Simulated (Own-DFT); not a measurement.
## Calculated data, AlN (wurtzite, strained, atoms displaced)

A calculation, not a measurement: plane-wave PBE density functional theory by an unreviewed code, no spin, of a simulated periodic cell, stress positive in tension, free energy of the whole cell less one offset for each atom, forces on such cells passed a denser k mesh, this cell's mesh not checked; offsets are fitted by least squares, one for each functional and potential file, so energies compare only between cells with the same atoms and settings and are not formation energies; the far tail of each file's local potential was reset to the Coulomb form; each entry is a single point on an unrelaxed cell, so the pressure reflects the starting lattice, mostly measured values (interpolated for alloys), from which strain is counted, and rises with the displacements; printed positions are rounded, which can move forces by about a meV/angstrom; the program, named Own-DFT, is a retired in-house code; no spin-orbit coupling. Program: Own-DFT development build.

Common to all runs: functional PBE; potential files PseudoDojo norm-conserving, scalar-relativistic, standard set; wave cutoff 42 hartree; occupations Fermi-Dirac; smearing width 0.1 eV; hardware one NVIDIA H100; k mesh 2 x 2 x 2 centred on Gamma.

(1) 
```xyz
128
Lattice="12.4051 -0.0510 0.1677 -6.2468 10.7229 -0.2459 0.1342 -0.1498 9.8110" Properties=species:S:1:pos:R:3:force_x:R:1:force_y:R:1:force_z:R:1 formula=AlN free_energy_of_cell_above_offsets=-51.187 pressure=11.63 stress_xx=-9.4 stress_yy=-11.53 stress_zz=-13.97 stress_yz=-4.16 stress_xz=4.21 stress_xy=-1.25 wall_time=387
Al     0.0290     1.6358     9.7336      1.934      0.113      0.893
Al     1.6307     0.8195     2.5373     -0.997     -0.249     -1.674
N     -0.0452     1.6814     1.8592      2.155      1.665     -0.566
N      1.5926     0.8161     4.3533      0.874     -0.127      0.885
Al     0.1082     1.7267     4.8886     -0.566     -0.085     -0.007
Al     1.5828     0.7602     7.3409      1.687      0.363      0.403
N      0.0999     1.7156     6.7876     -0.457     -0.927      -0.14
N      1.7372     0.7462     9.2899     -2.956     -1.158     -1.669
Al    -1.4971     4.4633    -0.0278     -2.523      0.475     -1.505
Al     0.0634     3.5620     2.3927     -1.352     -1.029     -0.227
N     -1.5484     4.4741     1.7536      0.948     -0.865      2.365
N      0.0781     3.5029     4.2896     -0.009      0.023     -0.368
Al    -1.4668     4.3363     4.8259     -1.376      0.908     -0.283
Al     0.0872     3.5003     7.2890     -0.115      0.191      0.198
N     -1.5220     4.3274     6.7026      0.858     -0.201     -0.595
N      0.0616     3.4509     9.1458      1.267     -1.097      0.768
Al    -3.0396     6.9451     9.6367      1.932       1.32      1.132
Al    -1.5280     6.1902     2.4560     -0.965      1.574     -2.352
N     -3.0906     7.1859     1.6711     -0.417     -1.555      1.417
N     -1.5953     6.2663     4.2677      3.359      -3.28     -0.333
Al    -3.0189     6.9888     4.8537     -3.311      2.454     -2.116
Al    -1.4591     6.1001     7.1363     -1.677      0.397      2.445
N     -2.9999     7.0783     6.5829     -0.696      -1.13      3.027
N     -1.5075     6.0694     9.2485      1.337     -0.105     -2.657
Al    -4.5539     9.6458     9.5600      0.681      0.459      1.546
Al    -3.1797     8.8896     2.3565      1.532     -0.035     -2.127
N     -4.6514     9.7309     1.7014      -1.04      1.131     -0.849
N     -3.0920     8.8264     4.1155      -0.08     -0.311      2.453
Al    -4.6200     9.7061     4.6903      0.628      1.013     -0.654
Al    -3.0072     8.8169     7.2090     -0.207     -0.115     -0.771
N     -4.6166     9.6827     6.5372      0.044      0.352      0.862
N     -2.9976     8.7144     9.0626     -0.431      1.025     -0.504
Al     3.2229     1.5219     9.8155       0.41      2.457      1.147
Al     4.6908     0.8378     2.4542      0.177      1.745      1.345
N      3.1233     1.6786     1.8771     -0.108      1.675      0.406
N      4.7203     0.7897     4.3675     -0.099      0.933     -0.039
Al     3.1889     1.7816     4.9134      0.056      -3.15      0.082
Al     4.7145     0.7632     7.5362      0.312     -0.161     -4.318
N      3.1852     1.6047     6.7449       0.05        1.1      1.685
N      4.7535     0.7011     9.2680      0.743     -0.157       2.05
Al     1.5108     4.4751    -0.0143     -0.068      0.144     -1.548
Al     3.0809     3.5923     2.4713     -0.042     -1.575     -1.159
N      1.5214     4.5374     1.8306      0.491     -2.386     -0.031
N      3.1051     3.4367     4.3283      1.104       2.32     -0.671
Al     1.6240     4.3852     4.8287     -0.241      1.373      1.468
Al     3.2512     3.4473     7.4075      -1.62     -0.136     -1.048
N      1.6168     4.4107     6.8209      0.633     -0.946     -1.647
N      3.1707     3.3986     9.2533     -0.024     -0.715      0.229
Al    -0.0737     7.0963    -0.0789      0.076      0.461     -0.287
Al     1.5232     6.2311     2.3660      0.893       2.12     -0.314
N     -0.0071     7.1248     1.7740     -0.137     -0.561      0.371
N      1.5296     6.2086     4.1722      0.779     -0.463      2.234
Al    -0.0126     7.0578     4.8474      0.685      0.952     -2.014
Al     1.6387     6.2030     7.2714     -1.714     -1.563      0.074
N      0.0095     7.0019     6.6453      1.636      0.705      1.017
N      1.6376     6.1251     9.0937     -0.293     -0.539      1.774
Al    -1.4991     9.6579     9.6161      0.927     -0.778      1.399
Al    -0.0259     8.8902     2.3255     -0.417      0.702     -0.576
N     -1.6217     9.8840     1.7633      0.562     -3.204     -1.606
N     -0.0070     8.8543     4.1579      0.907      -0.04      1.591
Al    -1.5528     9.7273     4.7326      0.013      0.449     -0.856
Al     0.1168     8.7848     7.2284     -2.179       0.39      0.209
N     -1.5334     9.7408     6.5572      0.972     -0.553      1.949
N      0.1537     8.7561     9.1519     -1.981     -0.267     -1.165
Al     6.3419     1.6002     9.7833      0.324     -0.006      1.008
Al     7.8360     0.8211     2.5832     -0.786      0.204     -0.495
N      6.2685     1.7606     1.9507      0.189     -2.801      -1.43
N      7.8065     0.8282     4.4693      0.829     -0.575     -0.425
Al     6.2643     1.6769     4.9681     -0.733      0.093      0.258
Al     7.8698     0.7943     7.4198       0.07     -0.087      0.574
N      6.3271     1.6169     6.8903     -1.348      0.619     -0.505
N      7.9124     0.6730     9.2961      0.167        0.8      0.325
Al     4.5658     4.4328     0.0012      0.353     -0.412      0.079
Al     6.2515     3.4127     2.4318     -0.716      3.414      0.202
N      4.5914     4.4041     1.8372      1.263      -0.81      1.277
N      6.2699     3.5116     4.3262      0.157     -2.061     -0.584
Al     4.7910     4.3462     4.8155     -2.152      0.941      1.606
Al     6.2262     3.4374     7.3303      0.355      -0.13      1.076
N      4.7190     4.3921     6.7829      0.022     -0.792     -0.622
N      6.2210     3.3799     9.2695      1.151      0.639     -0.121
Al     3.1908     6.9467     9.7258     -0.965      0.527      1.153
Al     4.6237     6.1504     2.4280      1.562     -0.434      0.425
N      3.2324     7.0166     1.8202      -3.48      2.461     -0.672
N      4.7543     6.1193     4.3131     -1.262       1.29     -0.248
Al     3.1330     7.1732     4.8374     -0.085     -3.959     -0.009
Al     4.7197     6.1381     7.4331     -0.513     -0.234     -1.672
N      3.1192     6.9740     6.7305      1.991      2.196     -0.699
N      4.6719     6.0552     9.2818      2.261      0.417     -1.479
Al     1.6666     9.6272     9.5981     -1.138      1.205      2.115
Al     3.1627     8.9622     2.2909      -2.85     -2.859      0.919
N      1.5299     9.7713     1.7387      0.928        0.2     -0.242
N      3.0817     8.8060     4.2140      1.136      2.614     -0.206
Al     1.6195     9.7783     4.8459     -1.694     -0.636     -1.999
Al     3.0917     8.8191     7.3033     -0.448     -1.149     -0.801
N      1.5633     9.7296     6.6540      1.064       -0.5      0.581
N      3.0952     8.7161     9.1059      2.843      0.004      0.992
Al     9.3408     1.7783     0.1449     -1.665     -0.622     -0.054
Al    10.8922     0.7875     2.5849      -0.54       1.17      1.537
N      9.3865     1.7784     2.0586     -0.497     -1.753      -1.07
N     10.9259     0.8588     4.5300      0.456     -1.946     -0.607
Al     9.3925     1.6599     5.0262     -0.912      1.258     -1.421
Al    11.0094     0.6193     7.4398     -1.338      4.129      0.774
N      9.3816     1.6622     6.8047      1.001     -1.239      1.794
N     10.9247     0.6650     9.3740      0.694      0.533     -1.042
Al     7.7440     4.4617     0.1124     -0.708     -0.804     -2.463
Al     9.3468     3.5115     2.5251     -0.162      1.015     -0.188
N      7.8017     4.4224     1.8899     -0.597     -0.376      1.738
N      9.3004     3.5030     4.3704      2.242     -1.152      0.479
Al     7.8045     4.3415     4.7869     -0.677       1.12      2.486
Al     9.3838     3.3660     7.4165     -1.526      1.239        0.6
N      7.7128     4.3603     6.8167      1.857     -2.322     -1.243
N      9.3375     3.3195     9.3110       1.37      1.111      0.018
Al     6.3392     6.9821     9.7440       -0.6     -1.417      0.755
Al     7.6901     6.2285     2.4142      1.378      0.173      0.818
N      6.1247     7.0232     1.7826      0.949      1.209      1.041
N      7.8212     6.1235     4.3898     -0.826      1.208     -1.303
Al     6.2378     7.0884     4.8873      0.582     -0.812     -1.586
Al     7.7367     6.0272     7.3388      1.866      1.923      0.056
N      6.2721     6.9816     6.6879     -0.826      1.023      2.259
N      7.9453     6.0744     9.2202      -3.36     -0.948     -0.674
Al     4.5798     9.8437    -0.0827     -0.202     -2.007      0.139
Al     6.1599     8.8951     2.4214      0.541     -1.154     -2.354
N      4.6257     9.7817     1.8240      1.203      0.305     -1.324
N      6.2120     8.9443     4.1862     -0.358     -1.833      2.865
Al     4.6705     9.6784     4.8675     -0.714      1.349     -0.951
Al     6.2932     8.7701     7.2854     -1.028      -0.51      0.928
N      4.5823     9.6840     6.7485      2.206     -2.409     -1.076
N      6.2946     8.7351     9.2735     -0.867      0.833     -2.058
```

Units: free_energy_of_cell_above_offsets in eV; pressure, stress_xx, stress_yy, stress_zz, stress_yz, stress_xz, stress_xy in GPa; wall_time in s; force_x, force_y, force_z in eV/Å.

(2) 
```xyz
128
Lattice="12.5855 -0.2488 -0.1045 -6.5083 11.0760 -0.1295 -0.0837 -0.1680 9.8881" Properties=species:S:1:pos:R:3:force_x:R:1:force_y:R:1:force_z:R:1 formula=AlN free_energy_of_cell_above_offsets=-50.853 pressure=2.32 stress_xx=-1.53 stress_yy=2.72 stress_zz=-8.15 stress_yz=-4.06 stress_xz=-1.76 stress_xy=-7.28 wall_time=370.8
Al    -0.1337     1.6237     9.8472      1.357      1.097      1.555
Al     1.5350     0.8409     2.4340     -0.026     -0.164     -0.702
N      0.0470     1.7811     1.8887     -2.061      0.193     -0.846
N      1.5534     0.9337     4.2487     -2.467     -2.934      0.985
Al    -0.0700     1.6774     4.8974      0.487      1.648     -1.324
Al     1.4229     0.7150     7.4069      1.582      0.995     -1.122
N     -0.0779     1.7325     6.7449     -0.255     -1.018       1.24
N      1.4174     0.7445     9.2751      0.667     -0.207     -0.032
Al    -1.6881     4.4067     9.7560      -1.89       0.83      1.011
Al    -0.0566     3.6249     2.3323     -0.432     -0.687        0.9
N     -1.7024     4.5047     1.8383      1.019      0.765     -0.914
N     -0.1081     3.5900     4.2240     -0.241      0.032      1.269
Al    -1.7347     4.4916     4.8846      2.775      1.018      -0.33
Al    -0.1154     3.4473     7.4235     -0.088      1.548      -2.23
N     -1.7623     4.5257     6.7403      1.352     -2.618      0.462
N     -0.1602     3.5364     9.2318     -0.148     -1.802      0.537
Al    -3.4030     7.1507     9.7195      1.391      0.998      0.489
Al    -1.7086     6.3230     2.4458     -0.768     -0.042     -2.562
N     -3.3011     7.2924     1.7505      0.887      0.426      0.312
N     -1.8617     6.3474     4.2173      2.112      -0.71      1.942
Al    -3.3448     7.1889     4.7978     -1.261      1.711      1.631
Al    -1.7122     6.2143     7.2113     -1.626      2.376      2.397
N     -3.3372     7.2299     6.7745      0.731      0.576     -0.613
N     -1.7769     6.2436     9.2245     -0.173     -0.183     -0.739
Al    -4.9661     9.9961     9.7301     -0.905     -0.392      0.825
Al    -3.3677     9.0648     2.4310      0.164      1.088     -2.547
N     -4.9354    10.1147     1.7483        0.7     -0.719      0.504
N     -3.3804     9.0866     4.2183      0.237     -0.241      1.433
Al    -4.9364    10.0303     4.7907      0.863       0.92     -1.197
Al    -3.3763     9.1135     7.3674      0.054     -0.652     -1.346
N     -4.9631    10.0213     6.5885      0.499      0.368      2.229
N     -3.4661     9.0486     9.2162       0.97     -0.258      0.326
Al     3.0687     1.6545     9.8063     -0.949     -1.125      0.576
Al     4.7354     0.7253     2.3720     -1.074      0.636       1.47
N      3.0843     1.7072     1.8803      1.678      0.217     -1.148
N      4.7168     0.7174     4.4003     -1.335      0.286     -2.113
Al     3.0352     1.6274     4.8161      2.759      1.509      1.708
Al     4.7052     0.7066     7.3832     -2.353     -0.012     -0.601
N      3.0097     1.5861     6.7444      0.566      0.923      1.141
N      4.5978     0.6823     9.2559      0.281     -0.098      1.186
Al     1.3998     4.3175     9.7804      0.528      1.927      0.258
Al     3.0774     3.5409     2.4174     -0.378     -0.218     -0.716
N      1.5205     4.4282     1.7662     -0.047      1.211      0.112
N      3.0939     3.5024     4.2506     -0.758      0.191      0.837
Al     1.4810     4.4542     4.8797     -0.248     -0.545     -1.362
Al     3.0570     3.4935     7.4694     -0.715     -1.079     -5.181
N      1.4349     4.3719     6.7304      0.109      0.015      0.873
N      2.9539     3.4477     9.1866      0.393       -0.7       2.67
Al    -0.1427     7.3565    -0.0929     -0.051     -1.479     -0.618
Al     1.4548     6.3332     2.3177     -0.731     -0.724     -0.428
N     -0.2422     7.2469     1.7943      1.665      0.243      0.199
N      1.4378     6.3316     4.1789     -0.607     -0.768      1.398
Al    -0.1896     7.2030     4.8309      0.075      0.616     -0.999
Al     1.3711     6.1995     7.1934      0.272      0.229      1.523
N     -0.2347     7.1699     6.7149       1.29     -0.417     -0.843
N      1.3590     6.1988     9.1590     -0.369     -0.108      0.199
Al    -1.7305    10.0587    -0.0862     -1.014      0.086     -1.162
Al    -0.2150     9.0606     2.3333      1.072      0.456      0.625
N     -1.7233    10.0071     1.7886      -0.86     -0.348       -0.2
N     -0.2059     9.1100     4.2724     -0.916     -2.007      -0.73
Al    -1.7840     9.9682     4.7748      -0.12      0.709      1.435
Al    -0.2406     8.9251     7.2953     -0.657      1.924      -0.94
N     -1.8338    10.0174     6.8236      0.563     -2.069     -1.655
N     -0.3423     8.9327     9.1296       1.54      0.748      1.349
Al     6.2452     1.6960    -0.0293      0.779      0.436     -2.029
Al     7.7977     0.7984     2.3581      1.734     -1.744      1.936
N      6.3049     1.6031     1.7761     -1.227      1.621      0.717
N      7.8847     0.6946     4.2304     -1.173      0.865      0.845
Al     6.1743     1.7568     4.8192      1.686     -3.078      1.098
Al     7.7814     0.6652     7.3618     -0.697      0.096     -1.822
N      6.1608     1.4865     6.7243      1.798      2.836      0.379
N      7.7963     0.5880     9.1778     -0.801       -0.3      1.961
Al     4.5726     4.1883     9.7586      0.012      2.185      0.232
Al     6.2738     3.4741     2.3711      -2.76     -0.583     -0.369
N      4.5855     4.4445     1.7392      1.186     -1.615      0.305
N      6.2348     3.4793     4.2427     -4.025     -1.114      -1.19
Al     4.5764     4.4142     4.8423      0.614      0.147     -0.387
Al     6.0939     3.4595     7.3376      1.636     -1.333     -0.475
N      4.6134     4.3456     6.7117     -0.926      0.172      0.531
N      6.1673     3.4003     9.2274     -0.879      -1.33      0.027
Al     3.0087     7.2628    -0.1083      0.021     -1.428     -1.564
Al     4.6374     6.2109     2.1641     -2.477       0.22       1.97
N      2.9792     7.1662     1.7113       0.76      0.795      0.777
N      4.6256     6.2320     4.1857     -3.382     -1.902     -1.564
Al     3.0491     7.1378     4.7715     -0.624      0.941     -0.369
Al     4.5685     6.1732     7.2949     -0.305       0.02     -0.233
N      2.9960     7.0281     6.7022     -0.596      1.729     -0.717
N      4.5470     6.1028     9.1361     -1.593     -0.864      1.087
Al     1.4244    10.0564    -0.1658     -0.857     -1.068     -0.021
Al     2.9474     9.0880     2.2317     -0.126     -1.087      0.008
N      1.4168    10.0334     1.7536     -1.235     -0.402     -1.462
N      2.8622     9.0949     4.0463      1.821     -1.888      2.743
Al     1.3588     9.8613     4.8175      0.398      2.494     -1.985
Al     2.9128     9.0272     7.2410     -0.324     -1.382     -0.081
N      1.2831     9.9658     6.6077      0.841     -1.869      2.468
N      2.9084     8.8641     9.1965     -0.804      1.252      -1.26
Al     9.4354     1.5111    -0.0511      0.115       2.35     -0.313
Al    10.8699     0.7251     2.4550       3.33     -1.935      -0.79
N      9.4676     1.6164     1.9047     -2.281      0.884     -2.444
N     10.9379     0.5737     4.2646      0.522      0.521      1.028
Al     9.4340     1.6607     4.8647     -1.213     -2.412     -0.424
Al    10.9836     0.5562     7.3001     -1.375      0.804     -0.343
N      9.3206     1.4497     6.7085       1.67      1.395      0.972
N     10.9504     0.5840     9.2191     -1.464     -1.766     -0.618
Al     7.7072     4.3000     9.7307       0.24     -0.328      0.279
Al     9.3609     3.4429     2.3455     -0.491     -0.074      0.463
N      7.6835     4.3539     1.8294      3.018      1.237     -1.368
N      9.4260     3.3967     4.2931     -3.552       -0.1     -1.629
Al     7.6182     4.2910     4.7436      4.756       2.95      2.315
Al     9.3388     3.3617     7.3238     -1.639     -0.601     -1.726
N      7.6867     4.3326     6.7444      0.339     -0.787     -0.903
N      9.1857     3.2690     9.1181      1.478     -0.215      2.161
Al     6.0555     7.1773    -0.1057      1.904      0.483     -3.113
Al     7.7887     6.2529     2.2689       -2.2     -1.104      0.304
N      6.0156     7.1709     1.6447       2.98      0.581      2.115
N      7.6228     6.2010     4.1574     -0.068     -0.714     -0.074
Al     5.9793     7.1182     4.7075      4.164      1.161      2.032
Al     7.7046     6.1422     7.2694     -1.417      0.062      -0.85
N      6.0230     7.0741     6.6623      1.666      0.866     -0.637
N      7.6328     6.1050     9.1445     -1.028     -0.606      0.527
Al     4.5209     9.9304    -0.1413      1.499      0.132     -1.491
Al     6.1148     8.9608     2.2543     -0.721      0.517     -0.304
N      4.5124     9.8706     1.6539      0.605      1.252      1.365
N      6.1148     8.9397     4.1594     -1.185     -0.207     -0.515
Al     4.5555     9.8601     4.7647     -1.468      0.086     -1.903
Al     6.1170     8.9952     7.1773     -1.299     -2.766      0.347
N      4.4977     9.8538     6.5879      0.107     -0.164      1.263
N      6.0547     8.7820     9.0719      -0.58      1.486      0.313
```

Units: free_energy_of_cell_above_offsets in eV; pressure, stress_xx, stress_yy, stress_zz, stress_yz, stress_xz, stress_xy in GPa; wall_time in s; force_x, force_y, force_z in eV/Å.
